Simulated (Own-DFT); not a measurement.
Simulation results for Hf36O71 (tetragonal hafnia with one neutral oxygen vacancy, atoms displaced)

All values are calculated (Own-DFT development build). A calculation, not a measurement: plane-wave PBE and HSE06 DFT by an unreviewed code, no spin, of a simulated cell at Gamma alone, so results move with cell size and shape, stress positive in tension, energies less offsets, not probed for a lower state with spin; hafnium file: forces about 75 meV/angstrom off all-electron values; oxygen file: force components 24 meV/angstrom off all-electron in a glass; k mesh not checked against a denser one; forces and stress are PBE's, HSE06 gives the energy alone, and its difference from PBE has offsets of its own; offsets are fitted by least squares, one for each functional and potential file, so energies compare only between cells with the same atoms and settings and are not formation energies; the far tail of each file's local potential was reset to the Coulomb form; each entry is a single point on an unrelaxed cell, so the pressure reflects the starting lattice, taken from the Materials Project, from which strain is counted, and rises with the displacements; printed positions are rounded, which can move forces by about a meV/angstrom; the program is a retired in-house code; no spin-orbit coupling.

Common to all runs: first functional PBE; second functional HSE06; exact exchange share 0.25; screening 0.11 1/bohr; exchange divergence Gygi-Baldereschi; potential files PseudoDojo norm-conserving, scalar-relativistic, made for PBE, standard set; wave cutoff 48 hartree; occupations fixed; k mesh 1 x 1 x 1 centred on Gamma.

(1) 
```cif
# cell vector a (Å): 10.7800 0.0000 0.0000
# cell vector b (Å): 0.0000 10.7800 0.0000
# cell vector c (Å): 0.0000 0.0000 10.4493
data_Hf36O71
_symmetry_space_group_name_H-M 'P 1'
_symmetry_Int_Tables_number 1
_cell_length_a 10.7800
_cell_length_b 10.7800
_cell_length_c 10.4493
_cell_angle_alpha 90.000
_cell_angle_beta 90.000
_cell_angle_gamma 90.000
_cell_volume 1214.30
loop_
_atom_site_label
_atom_site_type_symbol
_atom_site_fract_x
_atom_site_fract_y
_atom_site_fract_z
_atom_site_occupancy
Hf1 Hf 0.99135 0.99432 0.01540 1
Hf2 Hf 0.16551 0.16774 0.24265 1
O1 O 0.00641 0.17187 0.15490 1
O2 O 0.16580 0.99546 0.35929 1
O3 O 0.00277 0.15926 0.38144 1
O4 O 0.17199 0.00341 0.09821 1
Hf3 Hf 0.99460 0.99349 0.48896 1
Hf4 Hf 0.16942 0.16564 0.75747 1
O5 O 0.98379 0.16313 0.65055 1
O6 O 0.15677 0.99389 0.84289 1
O7 O 0.98865 0.16124 0.90622 1
O8 O 0.17059 0.00763 0.58308 1
Hf5 Hf 0.99481 0.34222 0.98976 1
Hf6 Hf 0.18660 0.49188 0.25554 1
O9 O 0.99894 0.50580 0.14928 1
O10 O 0.17955 0.33217 0.33922 1
O11 O 0.00368 0.51206 0.40690 1
O12 O 0.17515 0.33877 0.09856 1
Hf7 Hf 0.00605 0.33036 0.50040 1
Hf8 Hf 0.16487 0.49712 0.75146 1
O13 O 0.01003 0.50026 0.65474 1
O14 O 0.17647 0.33275 0.84036 1
O15 O 0.99532 0.50218 0.90221 1
O16 O 0.17295 0.32348 0.61083 1
Hf9 Hf 0.98659 0.65193 0.00452 1
Hf10 Hf 0.16413 0.81428 0.26320 1
O17 O 0.00267 0.83406 0.14556 1
O18 O 0.16612 0.65329 0.34730 1
O19 O 0.99800 0.83327 0.40312 1
O20 O 0.16079 0.65494 0.07718 1
Hf11 Hf 0.99494 0.66807 0.49103 1
Hf12 Hf 0.14839 0.84103 0.75607 1
O21 O 0.99915 0.82123 0.65629 1
O22 O 0.17910 0.66396 0.84211 1
O23 O 0.99807 0.84586 0.90169 1
O24 O 0.16454 0.66396 0.59177 1
Hf13 Hf 0.33389 0.00712 0.00524 1
Hf14 Hf 0.49789 0.17316 0.25101 1
O25 O 0.32719 0.17166 0.14599 1
O26 O 0.49764 0.99712 0.33362 1
O27 O 0.33063 0.17020 0.40098 1
O28 O 0.49585 0.01144 0.11593 1
Hf15 Hf 0.33027 0.99921 0.50908 1
Hf16 Hf 0.49897 0.15865 0.75104 1
O29 O 0.34000 0.16698 0.65521 1
O30 O 0.49353 0.99769 0.84464 1
O31 O 0.34823 0.15633 0.88855 1
O32 O 0.49197 0.99855 0.58818 1
Hf17 Hf 0.33737 0.34304 0.00622 1
Hf18 Hf 0.48685 0.51412 0.26276 1
O33 O 0.32058 0.50359 0.15748 1
O34 O 0.49838 0.33587 0.35353 1
O35 O 0.32677 0.49903 0.41368 1
O36 O 0.49131 0.34276 0.10141 1
Hf19 Hf 0.33991 0.35278 0.50157 1
Hf20 Hf 0.50669 0.48995 0.74699 1
O37 O 0.32896 0.50231 0.66148 1
O38 O 0.51887 0.31497 0.85923 1
O39 O 0.33321 0.49997 0.90614 1
O40 O 0.51195 0.34139 0.59731 1
Hf21 Hf 0.33969 0.67758 0.00708 1
Hf22 Hf 0.51608 0.84162 0.25254 1
O41 O 0.33194 0.84537 0.14907 1
O42 O 0.49040 0.66745 0.33359 1
O43 O 0.32771 0.84743 0.39956 1
O44 O 0.49100 0.66769 0.09385 1
Hf23 Hf 0.34776 0.66800 0.51143 1
Hf24 Hf 0.49541 0.83643 0.74084 1
O45 O 0.33919 0.81451 0.64121 1
O46 O 0.49305 0.67082 0.84690 1
O47 O 0.32354 0.83771 0.89732 1
O48 O 0.49904 0.66909 0.60282 1
Hf25 Hf 0.66115 0.00074 0.00111 1
Hf26 Hf 0.83585 0.15997 0.23022 1
O49 O 0.67784 0.16979 0.15191 1
O50 O 0.83019 0.00848 0.35310 1
O51 O 0.67257 0.16568 0.40852 1
O52 O 0.83184 0.99996 0.09114 1
Hf27 Hf 0.66126 0.01320 0.50561 1
Hf28 Hf 0.81856 0.16657 0.74376 1
O53 O 0.66197 0.17343 0.65996 1
O54 O 0.82411 0.99664 0.84835 1
O55 O 0.65790 0.17805 0.90751 1
O56 O 0.84433 0.01797 0.58976 1
Hf29 Hf 0.65405 0.33265 0.99659 1
Hf30 Hf 0.82283 0.49115 0.24924 1
O57 O 0.66683 0.51043 0.14345 1
O58 O 0.82399 0.33037 0.33925 1
O59 O 0.67546 0.49781 0.41332 1
O60 O 0.83286 0.34539 0.09818 1
Hf31 Hf 0.67571 0.32791 0.48786 1
Hf32 Hf 0.84361 0.50279 0.74543 1
O61 O 0.66262 0.50763 0.65362 1
O62 O 0.83909 0.33684 0.84397 1
O63 O 0.67598 0.49820 0.90518 1
O64 O 0.82245 0.33030 0.59121 1
Hf33 Hf 0.66303 0.65768 0.99559 1
Hf34 Hf 0.83022 0.83384 0.24772 1
O65 O 0.67941 0.82446 0.15149 1
O66 O 0.83437 0.66178 0.35177 1
O67 O 0.84981 0.69413 0.10213 1
Hf35 Hf 0.66035 0.66223 0.51172 1
Hf36 Hf 0.83859 0.82618 0.75446 1
O68 O 0.67187 0.82930 0.65098 1
O69 O 0.81336 0.66647 0.84699 1
O70 O 0.67595 0.84087 0.90285 1
O71 O 0.84245 0.67556 0.58800 1
_calc_PBE_energy_of_cell_above_offsets '-84.031'  # eV
_calc_HSE06_less_PBE_above_offsets '0.718'  # eV
_calc_PBE_pressure 7.17  # GPa
_calc_PBE_stress_xx -8.12  # GPa
_calc_PBE_stress_yy -6.32  # GPa
_calc_PBE_stress_zz -7.08  # GPa
_calc_PBE_stress_yz -0.68  # GPa
_calc_PBE_stress_xz 0.06  # GPa
_calc_PBE_stress_xy 0.05  # GPa
```

Force:
```
element  x (eV/Å)  y (eV/Å)  z (eV/Å)
     Hf     4.123     0.709     -2.63
     Hf     0.962    -2.302     1.921
      O    -1.764    -0.043    -2.204
      O    -0.568    -0.101    -2.453
      O     -0.12     2.034      2.35
      O    -1.344     0.819    -0.304
     Hf     2.287     2.959    -0.102
     Hf    -0.621    -0.515    -1.591
      O     2.704     1.864      0.01
      O     0.698     3.299     0.717
      O     0.788      1.13     0.432
      O     -2.65    -0.412     3.493
     Hf     0.181    -2.845     1.936
     Hf    -8.322     0.676      0.41
      O    -0.671    -0.614     0.497
      O     -0.84    -0.338     2.278
      O    -0.544    -4.982    -0.401
      O    -1.689     0.037    -0.735
     Hf     0.173    -1.044     0.067
     Hf     1.713     2.358     0.735
      O    -2.725    -0.854    -0.717
      O    -0.834    -0.568     2.067
      O    -0.347    -0.503    -2.436
      O     -1.07     0.481    -2.565
     Hf     4.609     2.721     0.296
     Hf     1.232     3.627    -1.688
      O     0.629      1.09     1.896
      O     0.627     1.381    -0.112
      O    -0.002    -0.973    -1.531
      O     0.873     0.937     1.758
     Hf     2.409     0.316     1.218
     Hf     3.072      -3.7     0.177
      O    -1.012     1.065    -1.178
      O    -1.281     0.394    -0.837
      O    -0.614      -2.7    -0.806
      O     0.834    -0.078    -0.745
     Hf    -0.814    -1.741     0.144
     Hf    -1.748    -1.024     0.012
      O     2.258     0.145     0.032
      O     1.337     2.433     2.633
      O      1.26     0.026      0.28
      O     1.713    -0.425    -2.682
     Hf    -1.731     1.396    -3.901
     Hf    -1.733     0.653      0.45
      O    -0.522    -0.039    -0.201
      O     1.569    -1.081     0.431
      O    -1.715     1.843     1.603
      O     3.159    -0.105     2.057
     Hf    -2.064    -1.409    -2.047
     Hf     1.698    -4.711    -3.739
      O     6.867     0.588    -2.115
      O     0.041     1.115    -0.495
      O     1.077     3.452    -2.829
      O     2.046    -0.197     1.311
     Hf    -0.161    -7.099      2.72
     Hf    -1.516    -0.111     1.825
      O     2.374    -0.435    -1.449
      O    -2.303     3.954    -1.875
      O     1.182    -0.297     0.583
      O    -1.403      0.65     0.348
     Hf    -4.736     0.991    -3.819
     Hf    -2.323    -0.344     -1.17
      O     0.301    -1.832     0.723
      O     0.186     2.625     3.465
      O     0.703    -3.431     0.091
      O     3.608    -0.581     1.836
     Hf     -5.81     2.647    -0.773
     Hf     0.001    -0.808     1.642
      O    -0.886     1.702     1.009
      O     1.289    -0.577    -0.163
      O     1.049     0.629      0.53
      O     2.056    -1.038     0.357
     Hf     0.249     0.239    -1.479
     Hf     2.456     0.948     3.115
      O    -3.588     0.407    -0.722
      O    -0.465    -1.706    -1.518
      O    -1.335    -0.345    -1.529
      O    -2.251      0.37     2.298
     Hf     1.788    -2.484    -0.391
     Hf     4.251    -0.941     2.293
      O    -1.223    -1.143    -2.192
      O    -0.509     1.157    -0.968
      O     1.809    -4.494    -0.216
      O    -3.997     -1.26     0.938
     Hf     1.586     1.147     1.908
     Hf     2.057     1.131    -0.283
      O    -1.086      0.58      1.32
      O     0.413    -0.621     0.497
      O    -1.067     1.346    -1.513
      O     0.012    -0.576    -0.953
     Hf    -1.623     0.942     0.921
     Hf    -1.149    -0.878     0.046
      O     1.979     0.895     0.349
      O    -0.007     0.263    -0.574
      O     -1.07    -0.496    -1.043
      O     2.872     0.945     0.793
     Hf     0.059     2.046     0.252
     Hf     2.697     -1.03     1.597
      O    -3.253     0.879    -0.232
      O    -0.987     1.231    -1.271
      O    -4.591    -1.485     0.185
     Hf     3.433     1.069    -0.814
     Hf    -0.995     2.056     0.364
      O    -0.653     0.312    -0.398
      O     1.367    -1.079     0.062
      O    -1.316    -1.177     0.995
      O    -3.065    -1.139     2.119
```

(2) 
```cif
# cell vector a (Å): 10.7800 0.0000 0.0000
# cell vector b (Å): 0.0000 10.7800 0.0000
# cell vector c (Å): 0.0000 0.0000 10.4493
data_Hf36O71
_symmetry_space_group_name_H-M 'P 1'
_symmetry_Int_Tables_number 1
_cell_length_a 10.7800
_cell_length_b 10.7800
_cell_length_c 10.4493
_cell_angle_alpha 90.000
_cell_angle_beta 90.000
_cell_angle_gamma 90.000
_cell_volume 1214.30
loop_
_atom_site_label
_atom_site_type_symbol
_atom_site_fract_x
_atom_site_fract_y
_atom_site_fract_z
_atom_site_occupancy
Hf1 Hf 0.00113 0.00211 0.99636 1
Hf2 Hf 0.16235 0.16754 0.24956 1
O1 O 0.00074 0.16890 0.15397 1
O2 O 0.17224 0.00141 0.34266 1
O3 O 0.99706 0.16685 0.39951 1
O4 O 0.16707 0.99755 0.09260 1
Hf3 Hf 0.99659 0.99610 0.50585 1
Hf4 Hf 0.16787 0.16775 0.74816 1
O5 O 0.00135 0.16482 0.65528 1
O6 O 0.16366 0.99835 0.85014 1
O7 O 0.00170 0.16929 0.90130 1
O8 O 0.16846 0.99657 0.59643 1
Hf5 Hf 0.99609 0.33073 0.99796 1
Hf6 Hf 0.16795 0.49545 0.25071 1
O9 O 0.00088 0.50050 0.15277 1
O10 O 0.16904 0.32566 0.35121 1
O11 O 0.99869 0.49845 0.40211 1
O12 O 0.16475 0.32996 0.09228 1
Hf7 Hf 0.00212 0.33462 0.50018 1
Hf8 Hf 0.16631 0.50062 0.74887 1
O13 O 0.99800 0.49653 0.65246 1
O14 O 0.16078 0.33557 0.84953 1
O15 O 0.99679 0.50483 0.90350 1
O16 O 0.16706 0.33096 0.60174 1
Hf9 Hf 0.00549 0.66445 0.00258 1
Hf10 Hf 0.16589 0.83304 0.24778 1
O17 O 0.99687 0.83484 0.14326 1
O18 O 0.16489 0.66847 0.34370 1
O19 O 0.99837 0.83109 0.39925 1
O20 O 0.16913 0.67008 0.09536 1
Hf11 Hf 0.00052 0.67081 0.50188 1
Hf12 Hf 0.16602 0.83619 0.75441 1
O21 O 0.00045 0.83296 0.65648 1
O22 O 0.16640 0.66810 0.84520 1
O23 O 0.99996 0.83556 0.89740 1
O24 O 0.17340 0.66540 0.59769 1
Hf13 Hf 0.33485 0.00546 0.00651 1
Hf14 Hf 0.49733 0.16392 0.25206 1
O25 O 0.33138 0.16507 0.15548 1
O26 O 0.50042 0.00241 0.34828 1
O27 O 0.33517 0.16840 0.40578 1
O28 O 0.49865 0.00139 0.09804 1
Hf15 Hf 0.33500 0.99678 0.50208 1
Hf16 Hf 0.50052 0.16422 0.75299 1
O29 O 0.33630 0.16492 0.64594 1
O30 O 0.49855 0.00221 0.84830 1
O31 O 0.33152 0.16878 0.89807 1
O32 O 0.49853 0.99371 0.59504 1
Hf17 Hf 0.33158 0.33264 0.00223 1
Hf18 Hf 0.50006 0.50056 0.25141 1
O33 O 0.33601 0.49952 0.14689 1
O34 O 0.49764 0.33383 0.34592 1
O35 O 0.33494 0.50092 0.40196 1
O36 O 0.50561 0.33096 0.09418 1
Hf19 Hf 0.33229 0.33514 0.49850 1
Hf20 Hf 0.50530 0.50737 0.75329 1
O37 O 0.33597 0.49536 0.65302 1
O38 O 0.49806 0.33207 0.84588 1
O39 O 0.33455 0.50032 0.89925 1
O40 O 0.50169 0.33156 0.59382 1
Hf21 Hf 0.33613 0.66491 0.99607 1
Hf22 Hf 0.50216 0.83272 0.24969 1
O41 O 0.33250 0.82668 0.14999 1
O42 O 0.50158 0.66417 0.34633 1
O43 O 0.33283 0.82746 0.40108 1
O44 O 0.50414 0.66315 0.08833 1
Hf23 Hf 0.33140 0.66744 0.49904 1
Hf24 Hf 0.49917 0.83472 0.75114 1
O45 O 0.33494 0.83574 0.65644 1
O46 O 0.50216 0.66365 0.84543 1
O47 O 0.32918 0.83181 0.90151 1
O48 O 0.49650 0.66650 0.59635 1
Hf25 Hf 0.67073 0.00393 0.99676 1
Hf26 Hf 0.83213 0.16903 0.24960 1
O49 O 0.66744 0.17207 0.15031 1
O50 O 0.83429 0.00390 0.34572 1
O51 O 0.66419 0.16566 0.40259 1
O52 O 0.83183 0.00334 0.09816 1
Hf27 Hf 0.66743 0.00309 0.49735 1
Hf28 Hf 0.83904 0.16687 0.74943 1
O53 O 0.66466 0.16871 0.65204 1
O54 O 0.66517 0.15756 0.90488 1
O55 O 0.83316 0.00103 0.60210 1
Hf29 Hf 0.66706 0.33103 0.99580 1
Hf30 Hf 0.82929 0.49930 0.25268 1
O56 O 0.66603 0.49648 0.15214 1
O57 O 0.82974 0.33856 0.34645 1
O58 O 0.66641 0.49814 0.40433 1
O59 O 0.83435 0.33024 0.09776 1
Hf31 Hf 0.66653 0.33453 0.49712 1
Hf32 Hf 0.83397 0.50325 0.75285 1
O60 O 0.66665 0.49797 0.64869 1
O61 O 0.83636 0.33753 0.84854 1
O62 O 0.66696 0.49364 0.90530 1
O63 O 0.83425 0.33150 0.59315 1
Hf33 Hf 0.66904 0.66703 0.00306 1
Hf34 Hf 0.83197 0.82910 0.25248 1
O64 O 0.66537 0.83744 0.15092 1
O65 O 0.82793 0.66673 0.34606 1
O66 O 0.67421 0.83289 0.39980 1
O67 O 0.83318 0.67250 0.09830 1
Hf35 Hf 0.66510 0.66704 0.49644 1
Hf36 Hf 0.83734 0.83224 0.74996 1
O68 O 0.66942 0.83623 0.65590 1
O69 O 0.83634 0.66382 0.84796 1
O70 O 0.66542 0.83190 0.90238 1
O71 O 0.83382 0.66660 0.59481 1
_calc_PBE_energy_of_cell_above_offsets '-100.896'  # eV
_calc_HSE06_less_PBE_above_offsets '-0.135'  # eV
_calc_PBE_pressure 1.01  # GPa
_calc_PBE_stress_xx -0.11  # GPa
_calc_PBE_stress_yy -1.23  # GPa
_calc_PBE_stress_zz -1.7  # GPa
_calc_PBE_stress_yz 0.42  # GPa
_calc_PBE_stress_xz 0.05  # GPa
_calc_PBE_stress_xy -0.07  # GPa
```

Force:
```
element  x (eV/Å)  y (eV/Å)  z (eV/Å)
     Hf    -0.356    -0.903     0.384
     Hf     0.311    -0.789      0.27
      O    -0.356    -0.123    -0.555
      O    -0.274    -0.524     0.232
      O     0.137     -0.25     0.893
      O    -0.015     0.188     0.564
     Hf     0.496     0.947    -1.054
     Hf     0.993     0.191     0.311
      O     0.053    -0.229    -0.481
      O     0.059     1.005    -0.472
      O    -0.664    -0.693    -0.265
      O    -0.761     0.035      0.04
     Hf      0.25     1.123     0.079
     Hf    -0.195     0.533    -0.201
      O      0.03     0.133      0.31
      O    -0.155     1.691    -0.287
      O     0.445     0.598     0.191
      O     0.183     0.288     0.961
     Hf    -0.438    -0.199     0.116
     Hf     0.641    -0.253     0.078
      O     0.451     0.343     0.001
      O     0.236      -0.2    -0.453
      O     0.282    -0.885    -0.025
      O     -0.26     0.049    -0.295
     Hf    -0.657     0.842     -0.16
     Hf    -0.032      0.24    -0.734
      O      0.47      0.02     1.169
      O    -0.149    -0.881     0.178
      O    -0.094      0.56     0.437
      O     0.039     -0.44     0.132
     Hf     0.414    -1.199    -0.151
     Hf      0.86    -0.083     0.151
      O     0.156    -0.122    -1.389
      O    -0.221    -0.419     0.188
      O    -0.499      -0.2     0.313
      O    -1.658     0.021    -0.094
     Hf    -0.196    -0.779    -1.227
     Hf     0.548     0.933    -0.387
      O     0.049     0.148    -0.585
      O     0.048    -1.346     0.042
      O     0.245    -0.679    -0.339
      O     0.313     0.035     0.344
     Hf    -0.275     0.697    -0.531
     Hf    -0.318     1.117    -1.072
      O    -0.495    -0.252     0.996
      O    -0.239    -0.789     0.108
      O    -0.245    -0.269     0.583
      O     0.911     0.027     0.164
     Hf     0.972     0.522    -0.785
     Hf      0.08    -0.866    -0.653
      O    -0.558    -0.228     0.716
      O     0.113     0.093    -0.306
      O      -0.5     0.147    -0.538
      O    -1.396     0.004     0.059
     Hf     1.098    -0.556     0.955
     Hf     -0.82     -2.34    -1.233
      O    -0.329      0.15     0.146
      O     0.432    -0.001     0.019
      O    -0.261    -0.353     0.333
      O    -0.239     0.039    -0.317
     Hf     -0.39     0.407      0.12
     Hf     -0.59     0.354    -0.417
      O     0.808     0.393     0.585
      O      0.41     0.731     -0.16
      O     0.207     0.959    -0.018
      O    -0.519     0.218     1.086
     Hf     0.565    -0.502     0.213
     Hf     0.454     0.258    -0.069
      O    -0.459    -0.036    -0.396
      O    -0.009      1.44     0.468
      O     0.514     0.494     0.301
      O     0.757     0.177     -0.05
     Hf     -0.33    -1.999     1.277
     Hf    -0.021     0.057    -0.289
      O    -0.344    -0.506     0.565
      O     -0.09    -0.831     0.497
      O     0.201     0.271    -0.335
      O     0.505     0.204    -0.861
     Hf    -0.284    -0.271      0.63
     Hf    -1.075    -0.051    -0.017
      O     0.776    -0.494     0.429
      O     0.673     2.168    -1.347
      O     0.131     0.007    -0.001
     Hf    -0.149    -0.538     0.904
     Hf     0.512     0.069    -0.796
      O     0.263     0.348     0.309
      O     0.046    -0.984     0.074
      O    -0.112     0.893    -0.647
      O    -0.172       0.2    -0.124
     Hf    -0.392    -0.502     1.074
     Hf    -0.161    -0.475    -0.635
      O     0.427      0.47     0.584
      O    -0.113    -1.129    -0.268
      O    -0.021     1.528    -0.612
      O     0.191    -0.266     0.196
     Hf     0.528    -0.049    -0.738
     Hf     0.176     1.025    -1.182
      O     0.002     -0.48     0.472
      O     0.257     -0.53     0.455
      O    -0.601     0.378     0.264
      O      0.12    -0.344     0.157
     Hf    -0.028    -0.266     0.785
     Hf    -0.994     0.354     0.977
      O    -0.276     -0.34    -0.309
      O    -0.485     0.809    -0.106
      O      0.41     0.366     0.086
      O      0.02     0.143    -0.014
```
